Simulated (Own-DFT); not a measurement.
## Calculated data, GaP (zincblende, atoms displaced)

Computed with Own-DFT development build. A calculation, not a measurement: plane-wave PBE density functional theory by an unreviewed code, no spin, of a simulated periodic cell, stress positive in tension, free energy of the whole cell less one offset for each atom, forces on such cells passed a denser k mesh, this cell's mesh not checked; offsets are fitted by least squares, one for each functional and potential file, so energies compare only between cells with the same atoms and settings and are not formation energies; the far tail of each file's local potential was reset to the Coulomb form; each entry is a single point on an unrelaxed cell, so the pressure reflects the starting lattice, mostly measured values (interpolated for alloys), from which strain is counted, and rises with the displacements; printed positions are rounded, which can move forces by about a meV/angstrom; the program, named Own-DFT, is a retired in-house code; no spin-orbit coupling.

## GaP (zincblende, atoms displaced)

```cif
# cell vector a (Å): 16.3515 0.0000 0.0000
# cell vector b (Å): 0.0000 10.9010 0.0000
# cell vector c (Å): 0.0000 0.0000 10.9010
data_GaP
_symmetry_space_group_name_H-M 'P 1'
_symmetry_Int_Tables_number 1
_cell_length_a 16.3515
_cell_length_b 10.9010
_cell_length_c 10.9010
_cell_angle_alpha 90.000
_cell_angle_beta 90.000
_cell_angle_gamma 90.000
_cell_volume 1943.08
loop_
_atom_site_label
_atom_site_type_symbol
_atom_site_fract_x
_atom_site_fract_y
_atom_site_fract_z
_atom_site_occupancy
Ga1 Ga 0.99761 0.00124 0.99983 1
Ga2 Ga 0.00131 0.24925 0.25104 1
Ga3 Ga 0.16706 0.00122 0.25243 1
Ga4 Ga 0.16594 0.25188 0.99787 1
P1 P 0.08343 0.12316 0.12691 1
P2 P 0.08257 0.37531 0.37538 1
P3 P 0.25050 0.12774 0.37588 1
P4 P 0.25025 0.37429 0.12620 1
Ga5 Ga 0.99854 0.00104 0.49747 1
Ga6 Ga 0.00043 0.25212 0.75072 1
Ga7 Ga 0.16676 0.99816 0.75051 1
Ga8 Ga 0.16567 0.25242 0.50107 1
P5 P 0.08352 0.12572 0.62487 1
P6 P 0.08383 0.37276 0.87554 1
P7 P 0.25115 0.12554 0.87749 1
P8 P 0.24881 0.37430 0.62446 1
Ga9 Ga 0.99930 0.49785 0.00014 1
Ga10 Ga 0.99913 0.74790 0.24801 1
Ga11 Ga 0.16739 0.50114 0.24849 1
Ga12 Ga 0.16789 0.75188 0.99912 1
P9 P 0.08485 0.62678 0.12650 1
P10 P 0.08512 0.87454 0.37473 1
P11 P 0.25201 0.62252 0.37771 1
P12 P 0.24935 0.87897 0.12567 1
Ga13 Ga 0.00205 0.49981 0.50198 1
Ga14 Ga 0.99810 0.74900 0.74635 1
Ga15 Ga 0.16713 0.50183 0.75063 1
Ga16 Ga 0.16540 0.74990 0.50161 1
P13 P 0.08274 0.62710 0.62500 1
P14 P 0.08366 0.87658 0.87551 1
P15 P 0.24735 0.62836 0.87364 1
P16 P 0.25016 0.87077 0.62519 1
Ga17 Ga 0.33372 0.99837 0.99977 1
Ga18 Ga 0.33343 0.24995 0.25095 1
Ga19 Ga 0.49995 0.00188 0.25189 1
Ga20 Ga 0.50011 0.25244 0.00036 1
P17 P 0.41591 0.12618 0.12385 1
P18 P 0.41380 0.37531 0.37538 1
P19 P 0.58449 0.12506 0.37531 1
P20 P 0.58459 0.38051 0.12506 1
Ga21 Ga 0.33335 0.99661 0.49936 1
Ga22 Ga 0.33279 0.24750 0.74739 1
Ga23 Ga 0.50049 0.00179 0.75022 1
Ga24 Ga 0.50090 0.25029 0.50030 1
P21 P 0.41635 0.12278 0.62570 1
P22 P 0.41846 0.37424 0.87355 1
P23 P 0.58594 0.12532 0.87100 1
P24 P 0.58360 0.37576 0.62460 1
Ga25 Ga 0.33146 0.49920 0.99975 1
Ga26 Ga 0.33373 0.75152 0.24923 1
Ga27 Ga 0.49928 0.49989 0.25046 1
Ga28 Ga 0.49980 0.75057 0.00010 1
P25 P 0.41729 0.62659 0.12493 1
P26 P 0.41699 0.87297 0.37380 1
P27 P 0.58228 0.62625 0.37616 1
P28 P 0.58372 0.87205 0.12319 1
Ga29 Ga 0.33343 0.49788 0.49930 1
Ga30 Ga 0.33287 0.74931 0.74642 1
Ga31 Ga 0.49900 0.50052 0.74992 1
Ga32 Ga 0.49994 0.75264 0.50017 1
P29 P 0.41897 0.62125 0.62124 1
P30 P 0.41750 0.87236 0.87440 1
P31 P 0.58327 0.62183 0.87720 1
P32 P 0.58424 0.87797 0.62608 1
Ga33 Ga 0.66631 0.99999 0.00150 1
Ga34 Ga 0.66681 0.25263 0.25154 1
Ga35 Ga 0.83271 0.00256 0.24804 1
Ga36 Ga 0.83378 0.25053 0.99857 1
P33 P 0.74993 0.12470 0.12570 1
P34 P 0.74930 0.37717 0.37797 1
P35 P 0.91754 0.12385 0.37745 1
P36 P 0.91862 0.37654 0.12345 1
Ga37 Ga 0.66547 0.99578 0.49966 1
Ga38 Ga 0.66508 0.24962 0.74432 1
Ga39 Ga 0.83232 0.00001 0.74674 1
Ga40 Ga 0.83088 0.25196 0.49903 1
P37 P 0.74832 0.12407 0.62140 1
P38 P 0.74989 0.37195 0.87596 1
P39 P 0.91794 0.12544 0.87700 1
P40 P 0.91706 0.37463 0.62530 1
Ga41 Ga 0.66497 0.50320 0.00064 1
Ga42 Ga 0.66639 0.75184 0.25156 1
Ga43 Ga 0.83358 0.50062 0.24855 1
Ga44 Ga 0.83244 0.74688 0.00346 1
P41 P 0.74914 0.62793 0.12390 1
P42 P 0.75006 0.87623 0.37446 1
P43 P 0.91560 0.62668 0.37459 1
P44 P 0.91702 0.87419 0.12853 1
Ga45 Ga 0.66725 0.49927 0.49795 1
Ga46 Ga 0.66597 0.74865 0.74985 1
Ga47 Ga 0.83333 0.49794 0.75096 1
Ga48 Ga 0.83339 0.74934 0.50167 1
P45 P 0.75046 0.62480 0.62137 1
P46 P 0.74916 0.87378 0.87342 1
P47 P 0.91674 0.62398 0.87179 1
P48 P 0.91693 0.87922 0.62603 1
```

| Property | Result |
| --- | --- |
| functional | PBE |
| potential files | PseudoDojo norm-conserving, scalar-relativistic, standard set |
| wave cutoff | 42 hartree |
| occupations | Fermi-Dirac |
| smearing width | 0.1 eV |
| k mesh | 2 x 3 x 3 centred on Gamma |
| free energy of cell above offsets | -53.621 eV |
| pressure | 2.71 GPa |
| stress xx | -2.71 GPa |
| stress yy | -2.71 GPa |
| stress zz | -2.71 GPa |
| stress yz | 0.28 GPa |
| stress xz | -0.02 GPa |
| stress xy | 0.11 GPa |

Force:
```csv
element,x (eV/Å),y (eV/Å),z (eV/Å)
Ga,0.403,-0.299,0.264
Ga,-0.195,-0.031,-0.053
Ga,0.034,0.116,0.004
Ga,0.174,-0.396,0.491
P,0.023,0.214,-0.302
P,0.262,0.162,-0.147
P,-0.072,-0.262,0.191
P,-0.155,-0.016,-0.173
Ga,0.606,-0.212,0.298
Ga,-0.033,-0.338,-0.093
Ga,0.157,0.282,-0.03
Ga,-0.03,-0.236,-0.146
P,-0.069,-0.168,0.025
P,-0.069,0.558,-0.179
P,-0.19,-0.148,-0.328
P,0.218,0.233,0.214
Ga,0.442,0.502,-0.205
Ga,0.305,0.179,0.404
Ga,0.027,-0.084,0.347
Ga,-0.304,0.202,0.25
P,-0.196,-0.195,-0.466
P,-0.463,-0.049,0.006
P,-0.387,0.455,-0.297
P,0.156,-0.377,0.051
Ga,-0.438,0.13,-0.247
Ga,0.246,0.381,0.434
Ga,-0.251,-0.192,-0.081
Ga,0.289,-0.166,-0.32
P,0.098,-0.294,0.096
P,-0.42,-0.274,-0.065
P,0.635,-0.318,0.102
P,-0.136,0.531,-0.127
Ga,0.128,0.068,-0.061
Ga,-0.029,-0.068,-0.166
Ga,0.068,-0.142,-0.37
Ga,0.376,-0.239,-0.069
P,0.249,-0.086,0.117
P,0.706,-0.23,-0.089
P,-0.127,0.054,0.015
P,-0.254,-0.601,0.195
Ga,-0.075,0.168,-0.002
Ga,0.062,0.201,0.28
Ga,-0.069,-0.146,0.165
Ga,-0.278,-0.05,-0.069
P,0.069,0.085,-0.326
P,-0.62,0.07,-0.01
P,-0.433,0.109,0.624
P,-0.154,0.214,-0.125
Ga,0.262,0.193,-0.158
Ga,-0.253,-0.21,-0.036
Ga,-0.101,0.133,0.132
Ga,0.072,-0.232,-0.085
P,-0.275,-0.232,-0.107
P,0.003,0.322,0.068
P,0.152,-0.097,-0.116
P,-0.2,0.519,0.331
Ga,-0.094,0.021,0.293
Ga,0.417,-0.352,0.19
Ga,0.296,-0.107,0.039
Ga,0.192,-0.074,0.133
P,-0.401,0.417,0.273
P,-0.146,0.222,-0.182
P,-0.251,0.503,-0.496
P,-0.376,-0.492,0.07
Ga,0.085,-0.085,-0.287
Ga,0.019,-0.067,-0.162
Ga,0.193,-0.178,0.359
Ga,0.058,-0.105,0.269
P,-0.074,0.386,-0.139
P,0.269,-0.097,-0.695
P,-0.524,0.5,-0.485
P,-0.438,-0.404,0.409
Ga,0.228,0.345,-0.204
Ga,0.44,0.063,0.311
Ga,-0.062,0.272,0.487
Ga,0.452,-0.272,0.178
P,0.154,0.033,0.095
P,-0.382,0.335,-0.204
P,-0.437,0.033,-0.532
P,-0.117,0.004,-0.099
Ga,0.658,-0.309,-0.121
Ga,-0.003,-0.153,0.001
Ga,-0.088,0.028,0.001
Ga,0.363,0.476,-0.571
P,-0.138,-0.477,0.419
P,0.154,-0.119,0.053
P,0.28,-0.311,0.196
P,-0.239,0.101,-0.484
Ga,-0.356,0.353,0.254
Ga,0.052,-0.147,-0.03
Ga,-0.202,0.033,-0.146
Ga,0.103,0.406,-0.181
P,-0.156,-0.172,0.549
P,0.255,0.064,0.262
P,-0.055,0.071,0.475
P,-0.076,-0.432,-0.351
```
